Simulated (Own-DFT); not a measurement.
## Calculated data, AlN (wurtzite, atoms displaced)

Computed with Own-DFT development build. A calculation, not a measurement: plane-wave PBE density functional theory by an unreviewed code, no spin, of a simulated periodic cell, stress positive in tension, free energy of the whole cell less one offset for each atom, forces on such cells passed a denser k mesh, this cell's mesh not checked; offsets are fitted by least squares, one for each functional and potential file, so energies compare only between cells with the same atoms and settings and are not formation energies; the far tail of each file's local potential was reset to the Coulomb form; each entry is a single point on an unrelaxed cell, so the pressure reflects the starting lattice, mostly measured values (interpolated for alloys), from which strain is counted, and rises with the displacements; printed positions are rounded, which can move forces by about a meV/angstrom; the program, named Own-DFT, is a retired in-house code; no spin-orbit coupling.

Common to all runs: functional PBE; potential files PseudoDojo norm-conserving, scalar-relativistic, standard set; wave cutoff 42 hartree; occupations Fermi-Dirac; smearing width 0.1 eV; hardware one NVIDIA H100; k mesh 2 x 2 x 2 centred on Gamma.

(1) AlN (wurtzite, atoms displaced)

```
cell vectors (Å)
  12.4480     0.0000     0.0000
  -6.2240    10.7803     0.0000
   0.0000     0.0000     9.9640
atoms (fractions of the cell vectors)
Al  0.08335  0.16769  0.99983
Al  0.16504  0.08239  0.24853
N   0.08379  0.16718  0.19285
N   0.16657  0.08114  0.43934
Al  0.08021  0.16402  0.50002
Al  0.16874  0.08291  0.74675
N   0.08414  0.16499  0.69376
N   0.16773  0.08237  0.94202
Al  0.08387  0.41514  0.99894
Al  0.16608  0.33139  0.25010
N   0.08321  0.41631  0.18870
N   0.16310  0.33077  0.44183
Al  0.08265  0.41466  0.49946
Al  0.16428  0.33360  0.74565
N   0.08260  0.41714  0.68900
N   0.16691  0.33270  0.94042
Al  0.08578  0.66914  0.00288
Al  0.16551  0.57977  0.24839
N   0.08466  0.66668  0.18990
N   0.16669  0.57947  0.44046
Al  0.08315  0.66792  0.50140
Al  0.16826  0.58518  0.74959
N   0.07959  0.66720  0.68989
N   0.16578  0.58172  0.94241
Al  0.08288  0.91446  0.00111
Al  0.16625  0.83333  0.25072
N   0.08233  0.91587  0.18833
N   0.16490  0.83244  0.43645
Al  0.08447  0.91782  0.49950
Al  0.16646  0.83264  0.75018
N   0.08123  0.91491  0.68970
N   0.16455  0.83643  0.94334
Al  0.33331  0.16500  0.99996
Al  0.41510  0.08319  0.25195
N   0.33223  0.16718  0.19427
N   0.41474  0.08499  0.44228
Al  0.33445  0.16531  0.50055
Al  0.41831  0.08364  0.74618
N   0.33264  0.16534  0.69041
N   0.41517  0.08189  0.94199
Al  0.33652  0.41876  0.00381
Al  0.41978  0.33319  0.25028
N   0.33659  0.41745  0.19137
N   0.41661  0.33182  0.43757
Al  0.33412  0.41846  0.49884
Al  0.41960  0.33733  0.75143
N   0.33101  0.41510  0.69134
N   0.41800  0.33425  0.93956
Al  0.33519  0.66851  0.00295
Al  0.41660  0.58409  0.25205
N   0.33668  0.66725  0.19044
N   0.41857  0.58707  0.44102
Al  0.33331  0.66666  0.50011
Al  0.41632  0.58141  0.75063
N   0.33265  0.66689  0.69034
N   0.41479  0.58267  0.94162
Al  0.32957  0.91242  0.99944
Al  0.41810  0.83540  0.24762
N   0.33296  0.91788  0.19284
N   0.41713  0.83174  0.44178
Al  0.33219  0.91413  0.50260
Al  0.41735  0.82988  0.75006
N   0.32995  0.91452  0.69258
N   0.41485  0.83321  0.94085
Al  0.58492  0.16898  0.00072
Al  0.66651  0.08229  0.24979
N   0.58445  0.16600  0.19120
N   0.66774  0.08433  0.44178
Al  0.58368  0.16660  0.50448
Al  0.66908  0.08484  0.75320
N   0.58304  0.16561  0.68748
N   0.66832  0.08391  0.93873
Al  0.58434  0.41624  0.99711
Al  0.66995  0.33166  0.24776
N   0.58205  0.41961  0.19022
N   0.67144  0.33680  0.44120
Al  0.58585  0.42006  0.49687
Al  0.66583  0.33167  0.74814
N   0.58467  0.41575  0.69195
N   0.66748  0.33375  0.93981
Al  0.58189  0.66493  0.00128
Al  0.66507  0.58240  0.25208
N   0.58293  0.66676  0.19007
N   0.66617  0.58262  0.44057
Al  0.58590  0.66647  0.49973
Al  0.66827  0.58516  0.75032
N   0.58343  0.66755  0.69641
N   0.66863  0.58704  0.94129
Al  0.58356  0.91939  0.99709
Al  0.66761  0.83296  0.24999
N   0.57966  0.91420  0.19363
N   0.66865  0.83318  0.44168
Al  0.58373  0.91859  0.49985
Al  0.66641  0.83478  0.74756
N   0.58573  0.91848  0.69179
N   0.67002  0.83475  0.94205
Al  0.83355  0.16900  0.00150
Al  0.91832  0.08298  0.24808
N   0.83270  0.16776  0.18975
N   0.91675  0.08335  0.44128
Al  0.83535  0.16782  0.49997
Al  0.91716  0.08272  0.75040
N   0.83310  0.16732  0.69161
N   0.91478  0.08186  0.93574
Al  0.83357  0.41757  0.00316
Al  0.91794  0.33346  0.25120
N   0.83222  0.41593  0.19123
N   0.91454  0.33388  0.44182
Al  0.83366  0.41836  0.50001
Al  0.91567  0.33167  0.75073
N   0.83070  0.41352  0.69255
N   0.91489  0.33288  0.94040
Al  0.83287  0.66674  0.00014
Al  0.91633  0.58024  0.24631
N   0.83199  0.66677  0.19072
N   0.91538  0.58434  0.44526
Al  0.83440  0.66763  0.49867
Al  0.91784  0.58212  0.74577
N   0.83314  0.66668  0.69051
N   0.91873  0.58163  0.94129
Al  0.83337  0.91898  0.00118
Al  0.91509  0.83192  0.24799
N   0.83349  0.91678  0.18937
N   0.91578  0.83182  0.43809
Al  0.83357  0.91456  0.49987
Al  0.91346  0.82812  0.74948
N   0.83312  0.91802  0.69288
N   0.91407  0.83551  0.93972
```

* free energy of cell above offsets: -62.446 eV
* pressure: 3.74 GPa
* stress xx: -3.53 GPa
* stress yy: -3.99 GPa
* stress zz: -3.7 GPa
* stress yz: -0.02 GPa
* stress xz: 0.35 GPa
* stress xy: -0.27 GPa
* wall time: 371.1 s

Force:
| element | x (eV/Å) | y (eV/Å) | z (eV/Å) |
| --- | --- | --- | --- |
| Al | 0.239 | -0.498 | -0.416 |
| Al | 0.345 | -0.078 | 0.157 |
| N | -0.142 | -0.169 | -0.548 |
| N | -0.328 | 0.468 | 0.202 |
| Al | 0.778 | 0.077 | 0.279 |
| Al | -0.408 | -0.309 | 0.856 |
| N | -0.366 | 0.266 | -0.721 |
| N | -0.365 | 0.073 | -0.184 |
| Al | -0.284 | 0.035 | -0.206 |
| Al | 0.27 | 0.558 | 0.029 |
| N | 0.119 | -0.405 | 0.293 |
| N | 0.621 | 0.225 | -0.171 |
| Al | -0.4 | 0.131 | 0.061 |
| Al | 0.459 | -0.355 | 0.756 |
| N | -0.166 | 0.129 | 0.277 |
| N | 0.15 | 0.291 | -0.057 |
| Al | -0.223 | -0.511 | -0.686 |
| Al | 0.294 | 0.784 | 0.182 |
| N | -0.078 | -0.198 | 0.511 |
| N | -0.519 | 0.665 | -0.015 |
| Al | 0.254 | -0.376 | -0.616 |
| Al | -0.521 | -0.398 | 0.223 |
| N | 1.326 | 0.094 | 0.122 |
| N | 0.181 | 0.643 | -0.235 |
| Al | -1.222 | 0.801 | -0.379 |
| Al | -0.072 | 0.026 | -0.443 |
| N | -0.037 | -0.095 | 0.575 |
| N | 0.393 | 0.06 | 0.984 |
| Al | -0.243 | -0.49 | -0.058 |
| Al | -0.736 | 0.17 | 0.262 |
| N | 0.236 | -0.037 | 0.033 |
| N | 1.025 | -1.123 | -0.637 |
| Al | -0.226 | 0.291 | 0.153 |
| Al | 0.177 | 0.222 | -0.175 |
| N | 0.312 | -0.128 | -0.643 |
| N | 1.25 | -0.771 | 0.082 |
| Al | -0.927 | 0.535 | -0.073 |
| Al | -0.489 | -0.271 | 0.812 |
| N | 0.435 | 0.659 | -0.003 |
| N | 0.654 | 0.042 | -0.373 |
| Al | -0.41 | -0.566 | -0.607 |
| Al | -0.625 | -0.092 | -0.154 |
| N | -0.617 | -0.156 | 0.5 |
| N | -0.035 | 0.52 | 0.869 |
| Al | 0.065 | -0.47 | -0.063 |
| Al | -0.271 | -0.92 | -0.39 |
| N | 0.328 | 0.393 | -0.411 |
| N | -0.039 | -0.126 | 0.38 |
| Al | -0.185 | -0.57 | -0.438 |
| Al | 0.426 | -0.061 | -0.291 |
| N | -0.868 | -0.016 | 0.332 |
| N | 0.272 | -0.609 | 0.279 |
| Al | -0.071 | -0.066 | -0.122 |
| Al | -0.307 | 0.147 | 0.103 |
| N | 0.365 | -0.311 | 0.036 |
| N | 0.271 | 0.243 | -0.111 |
| Al | 0.033 | 1.126 | 0.274 |
| Al | -0.579 | -0.609 | 0.692 |
| N | 0.11 | -0.33 | -0.373 |
| N | -0.354 | 0.439 | -0.105 |
| Al | -0.155 | 0.29 | -0.573 |
| Al | -0.405 | 0.832 | -0.062 |
| N | 0.849 | 0.037 | -0.14 |
| N | 0.362 | -0.047 | -0.066 |
| Al | -0.291 | -0.667 | -0.191 |
| Al | -0.027 | -0.068 | 0.291 |
| N | -0.339 | -0.028 | -0.03 |
| N | -0.085 | -0.007 | -0.173 |
| Al | -0.038 | 0.346 | -1.472 |
| Al | -0.177 | -0.14 | -0.813 |
| N | 0.219 | -0.021 | 1.137 |
| N | -0.505 | 0.328 | 0.724 |
| Al | -0.27 | 0.538 | 0.352 |
| Al | -1.336 | 0.26 | 0.643 |
| N | 1.296 | -0.696 | -0.204 |
| N | -0.783 | -0.734 | -0.289 |
| Al | -0.022 | -1.137 | 0.474 |
| Al | 0.076 | 0.125 | 0.233 |
| N | -0.352 | 0.553 | -0.437 |
| N | 0.071 | -0.073 | 0.147 |
| Al | 0.039 | 0.7 | -0.324 |
| Al | 0.058 | 0.366 | -0.636 |
| N | 0.088 | -0.041 | 0.472 |
| N | 0.165 | 0.526 | 0.147 |
| Al | -0.613 | 0.283 | 0.476 |
| Al | -0.031 | -0.342 | 0.242 |
| N | 0.027 | -0.278 | -1.044 |
| N | 0.02 | -0.906 | -0.18 |
| Al | 0.48 | -0.696 | 0.489 |
| Al | -0.322 | -0.03 | -0.08 |
| N | 0.948 | 0.77 | -0.752 |
| N | -0.404 | 0.001 | -0.067 |
| Al | 0.396 | -0.313 | 0.009 |
| Al | 0.535 | -0.015 | 0.834 |
| N | -0.664 | -0.118 | -0.098 |
| N | -1.194 | -0.273 | -0.157 |
| Al | 0.469 | -0.441 | -0.546 |
| Al | -0.563 | 0.028 | 0.367 |
| N | 0.411 | -0.256 | 0.34 |
| N | -0.173 | -0.302 | -0.332 |
| Al | -0.391 | -0.208 | 0.19 |
| Al | -0.085 | 0.08 | -0.351 |
| N | 0.39 | -0.141 | -0.252 |
| N | 0.029 | 0.799 | 1.402 |
| Al | 0.207 | -0.102 | -0.868 |
| Al | -0.195 | -0.077 | -0.045 |
| N | 0.7 | -0.023 | -0.048 |
| N | 0.568 | 0.039 | -0.282 |
| Al | 0.204 | -0.116 | 0.468 |
| Al | -0.085 | 0.358 | -0.063 |
| N | 0.352 | 0.433 | -0.383 |
| N | 0.3 | 0.226 | 0.286 |
| Al | 0.316 | 0.296 | -0.193 |
| Al | -0.404 | 0.946 | 0.759 |
| N | 0.38 | -0.477 | 0.124 |
| N | 0.63 | -0.145 | -0.996 |
| Al | -0.263 | -0.027 | 0.176 |
| Al | -0.802 | -0.425 | 0.886 |
| N | 0.114 | -0.551 | -0.308 |
| N | -0.513 | 0.584 | -0.081 |
| Al | 0.168 | -0.233 | -0.528 |
| Al | 0.24 | 0.203 | 0.007 |
| N | -0.062 | 0.198 | 0.392 |
| N | 0.136 | 0.32 | 0.228 |
| Al | -0.057 | 0.463 | 0.316 |
| Al | -0.15 | 1.356 | 0.305 |
| N | 0.345 | -0.566 | -0.73 |
| N | 0.891 | -0.56 | 0.269 |

(2) AlN (wurtzite, atoms displaced)

```
cell vectors (Å)
  12.4480     0.0000     0.0000
  -6.2240    10.7803     0.0000
   0.0000     0.0000     9.9640
atoms (fractions of the cell vectors)
Al  0.08284  0.16820  0.00118
Al  0.16579  0.08409  0.24964
N   0.08492  0.16641  0.19090
N   0.16924  0.08554  0.44078
Al  0.08305  0.16621  0.50296
Al  0.16917  0.08362  0.75410
N   0.08154  0.16487  0.68960
N   0.16769  0.08258  0.94045
Al  0.08348  0.41843  0.99661
Al  0.16520  0.33137  0.24828
N   0.08520  0.41987  0.19151
N   0.16773  0.33418  0.44147
Al  0.08532  0.41657  0.50234
Al  0.16533  0.33314  0.74860
N   0.08100  0.41745  0.69513
N   0.16565  0.33311  0.94140
Al  0.08220  0.66785  0.00110
Al  0.16570  0.58311  0.25104
N   0.08743  0.67103  0.19063
N   0.16645  0.58293  0.44383
Al  0.08371  0.66506  0.49886
Al  0.16750  0.58319  0.74850
N   0.08412  0.66575  0.69179
N   0.16353  0.58136  0.94065
Al  0.08489  0.91852  0.99999
Al  0.16750  0.83388  0.24830
N   0.08441  0.91773  0.18940
N   0.16657  0.83372  0.44390
Al  0.08239  0.91604  0.50282
Al  0.16883  0.83536  0.75173
N   0.08773  0.91817  0.69042
N   0.16470  0.83102  0.94358
Al  0.33329  0.16836  0.99852
Al  0.41492  0.08194  0.24975
N   0.33456  0.16574  0.19146
N   0.41716  0.08554  0.44292
Al  0.33212  0.16441  0.49944
Al  0.41706  0.08330  0.75471
N   0.33556  0.16843  0.69410
N   0.41452  0.07901  0.94459
Al  0.33549  0.42007  0.00148
Al  0.41552  0.33287  0.24811
N   0.33360  0.41654  0.19245
N   0.41728  0.33198  0.44302
Al  0.33271  0.41718  0.50205
Al  0.41837  0.33160  0.74999
N   0.33183  0.41686  0.69396
N   0.41721  0.33193  0.94398
Al  0.33307  0.66554  0.99950
Al  0.41277  0.58172  0.24519
N   0.33462  0.66682  0.19108
N   0.41916  0.58585  0.43918
Al  0.33424  0.66829  0.50039
Al  0.41611  0.58509  0.74447
N   0.33070  0.66376  0.69463
N   0.41720  0.58428  0.94283
Al  0.33193  0.91589  0.99654
Al  0.41610  0.83284  0.24654
N   0.33353  0.91782  0.18886
N   0.41790  0.83447  0.44066
Al  0.33221  0.91732  0.49741
Al  0.41837  0.83354  0.74984
N   0.33017  0.91578  0.69154
N   0.41521  0.82905  0.93758
Al  0.58225  0.16531  0.00276
Al  0.66623  0.08613  0.25250
N   0.58239  0.16731  0.18907
N   0.66394  0.07999  0.43949
Al  0.58434  0.16816  0.49976
Al  0.67076  0.08834  0.74772
N   0.58354  0.16478  0.69215
N   0.66666  0.08336  0.93729
Al  0.58284  0.41729  0.99781
Al  0.66636  0.33316  0.25039
N   0.58266  0.41659  0.18986
N   0.66326  0.33369  0.44042
Al  0.58237  0.41717  0.49620
Al  0.66636  0.33327  0.74864
N   0.58158  0.41668  0.69115
N   0.66723  0.33202  0.94165
Al  0.58315  0.66674  0.00039
Al  0.66699  0.58657  0.24899
N   0.58429  0.66485  0.19686
N   0.66657  0.58335  0.44381
Al  0.58526  0.66468  0.50082
Al  0.66657  0.58432  0.74674
N   0.58777  0.66894  0.69116
N   0.66657  0.58813  0.94144
Al  0.58515  0.91599  0.99868
Al  0.66845  0.83500  0.25097
N   0.58284  0.91694  0.19265
N   0.66247  0.83244  0.44373
Al  0.58270  0.91873  0.49865
Al  0.66454  0.82972  0.75079
N   0.58262  0.91629  0.69180
N   0.66931  0.83640  0.93974
Al  0.82861  0.16387  0.00172
Al  0.91826  0.08462  0.25218
N   0.83499  0.16720  0.18983
N   0.91777  0.08286  0.44339
Al  0.83142  0.16608  0.50088
Al  0.91663  0.08420  0.74879
N   0.83139  0.16512  0.69039
N   0.91901  0.08503  0.94203
Al  0.83203  0.41604  0.00178
Al  0.91688  0.33227  0.25015
N   0.83264  0.41469  0.18940
N   0.91958  0.33589  0.44137
Al  0.83189  0.41525  0.49739
Al  0.91951  0.33587  0.75104
N   0.83533  0.41625  0.69300
N   0.91582  0.33199  0.93844
Al  0.83064  0.66621  0.99877
Al  0.91715  0.58479  0.25138
N   0.83390  0.66956  0.19052
N   0.91671  0.58249  0.43976
Al  0.83529  0.66578  0.49735
Al  0.91747  0.58464  0.75143
N   0.83736  0.66933  0.68880
N   0.91840  0.58475  0.94219
Al  0.83220  0.91479  0.99791
Al  0.91612  0.83390  0.25175
N   0.83514  0.91943  0.18636
N   0.91852  0.83488  0.43902
Al  0.83326  0.91724  0.50251
Al  0.91495  0.83264  0.74914
N   0.83256  0.91439  0.68817
N   0.91893  0.83438  0.94317
```

* free energy of cell above offsets: -62.362 eV
* pressure: 3.74 GPa
* stress xx: -4.08 GPa
* stress yy: -3.96 GPa
* stress zz: -3.17 GPa
* stress yz: 0.03 GPa
* stress xz: -0.21 GPa
* stress xy: 0.03 GPa
* wall time: 362.3 s

Force:
| element | x (eV/Å) | y (eV/Å) | z (eV/Å) |
| --- | --- | --- | --- |
| Al | 0.356 | -0.26 | -0.286 |
| Al | 0.745 | -0.292 | 0.169 |
| N | -0.514 | 0.15 | 0.057 |
| N | -0.607 | -0.561 | 0.073 |
| Al | 0.401 | 0.153 | -0.532 |
| Al | -0.41 | 0.02 | -0.783 |
| N | 0.414 | 0.315 | 0.569 |
| N | -0.4 | 0.52 | 0.397 |
| Al | -0.168 | -0.569 | 0.513 |
| Al | 0.002 | 0.595 | 0.321 |
| N | -0.06 | -0.733 | -0.266 |
| N | -0.159 | -0.324 | -0.015 |
| Al | -0.294 | 0.099 | -0.005 |
| Al | 0.034 | -0.173 | 0.493 |
| N | 1.021 | -0.177 | -0.859 |
| N | 0.437 | 0.3 | -0.041 |
| Al | 0.502 | -0.379 | -0.114 |
| Al | 0.267 | 0.361 | 0.032 |
| N | -0.458 | -0.978 | 0.333 |
| N | 0.32 | -0.008 | -0.402 |
| Al | -0.239 | 0.452 | 0.6 |
| Al | -0.7 | 0.08 | 0.648 |
| N | -0.239 | 0.305 | -0.204 |
| N | 0.357 | 0.749 | -0.005 |
| Al | -0.043 | -0.412 | 0.169 |
| Al | -0.217 | 0.529 | 0.482 |
| N | -0.206 | -0.045 | 0.392 |
| N | -0.133 | -0.273 | -0.788 |
| Al | 0.37 | 0.454 | -0.446 |
| Al | -0.31 | -0.892 | -0.063 |
| N | -0.942 | -0.096 | 0.493 |
| N | 0.054 | 0.621 | -0.484 |
| Al | 0.371 | -0.686 | 0.625 |
| Al | 0.174 | 0.25 | 0.141 |
| N | -0.62 | 0.215 | -0.256 |
| N | 0.411 | -0.46 | -0.479 |
| Al | 0.068 | 0.631 | 0.471 |
| Al | 0.1 | -0.32 | -0.557 |
| N | -0.026 | -0.524 | -0.296 |
| N | -0.047 | 1.056 | -0.431 |
| Al | -0.182 | -0.82 | -0.348 |
| Al | 0.392 | -0.102 | 0.518 |
| N | -0.32 | -0.242 | -0.382 |
| N | -0.646 | 0.198 | -0.389 |
| Al | 0.5 | 0.118 | -0.348 |
| Al | -0.841 | 0.533 | 0.283 |
| N | 0.467 | -0.066 | -0.313 |
| N | -0.399 | 0.612 | -0.598 |
| Al | -0.583 | -0.114 | -0.068 |
| Al | 0.937 | 0.376 | 1.073 |
| N | -0.688 | -0.045 | -0.269 |
| N | -0.306 | -0.559 | 0.424 |
| Al | 0.204 | -0.076 | -0.039 |
| Al | 0.705 | -0.368 | 0.966 |
| N | 0.342 | 0.82 | -0.936 |
| N | 0.219 | 0.054 | -0.538 |
| Al | 0.37 | -0.723 | 0.491 |
| Al | -0.015 | 0.21 | 0.506 |
| N | 0.231 | -0.344 | 0.115 |
| N | -0.607 | -0.091 | -0.189 |
| Al | 0.33 | 0.004 | 0.604 |
| Al | -0.627 | 0.006 | -0.279 |
| N | 1.03 | 0.425 | -0.073 |
| N | 0.028 | 0.75 | 0.708 |
| Al | 0.097 | -0.001 | -0.711 |
| Al | 0.334 | -0.543 | -0.755 |
| N | 0.211 | -0.106 | 0.767 |
| N | 0.073 | 1.36 | 0.293 |
| Al | -0.369 | -0.421 | 0.278 |
| Al | -0.446 | -1.346 | 0.452 |
| N | -0.458 | 0.58 | -0.383 |
| N | -0.322 | -0.208 | 0.594 |
| Al | 0.457 | 0.114 | 0.355 |
| Al | -0.334 | 0.176 | -0.426 |
| N | 0.166 | 0.368 | 0.136 |
| N | 0.981 | -0.092 | 0.002 |
| Al | -0.196 | -0.064 | 0.655 |
| Al | 0.275 | 0.026 | 0.283 |
| N | 0.62 | 0.239 | -0.199 |
| N | -0.598 | 0.164 | -0.245 |
| Al | -0.269 | 0.532 | 0.506 |
| Al | 0.699 | -0.95 | 0.427 |
| N | -1.018 | 0.783 | -1.193 |
| N | 0.647 | 0.022 | -0.575 |
| Al | -0.849 | 0.68 | -0.329 |
| Al | 0.651 | -0.096 | 0.402 |
| N | -0.941 | -0.819 | -0.166 |
| N | 0.42 | -0.989 | -0.579 |
| Al | -0.752 | 0.231 | 0.115 |
| Al | -0.181 | -0.16 | 0.203 |
| N | 0.251 | 0.279 | -0.527 |
| N | 1.051 | 0.292 | -0.361 |
| Al | 0.154 | -0.907 | 0.6 |
| Al | -0.02 | 1.255 | -0.371 |
| N | 0.331 | 0.311 | -0.212 |
| N | -0.189 | -0.934 | 0.14 |
| Al | 0.885 | 0.548 | -0.578 |
| Al | -0.036 | -0.291 | -0.317 |
| N | -0.423 | -0.177 | 0.63 |
| N | -0.47 | 0.217 | -0.297 |
| Al | 0.396 | 0.154 | -0.228 |
| Al | -0.001 | -0.479 | 0.412 |
| N | 0.667 | 0.781 | -0.268 |
| N | -0.593 | -0.421 | -0.375 |
| Al | 0.479 | 0.088 | -0.64 |
| Al | 0.18 | 0.456 | -0.144 |
| N | -0.024 | 0.459 | 0.712 |
| N | -0.345 | -0.73 | -0.045 |
| Al | 0.127 | 0.222 | 0.642 |
| Al | -0.674 | -0.784 | 0.047 |
| N | -0.753 | 0.188 | -0.682 |
| N | -0.169 | -0.02 | 0.756 |
| Al | 0.736 | 0.427 | 0.244 |
| Al | 0.148 | -0.083 | -0.725 |
| N | 0.144 | -0.543 | 0.164 |
| N | 0.088 | -0.112 | 0.015 |
| Al | -0.368 | 0.394 | 0.272 |
| Al | 0.4 | -0.172 | -0.108 |
| N | -0.499 | -0.656 | 0.098 |
| N | -0.778 | -0.4 | 0.07 |
| Al | 0.563 | 0.83 | 0.073 |
| Al | 0.263 | 0.51 | -0.743 |
| N | -0.151 | -0.321 | 0.918 |
| N | -0.388 | -0.29 | 0.494 |
| Al | -0.25 | -0.492 | -0.654 |
| Al | 0.813 | 0.535 | 0.338 |
| N | -0.222 | 0.397 | 0.864 |
| N | -0.377 | -0.262 | -0.706 |
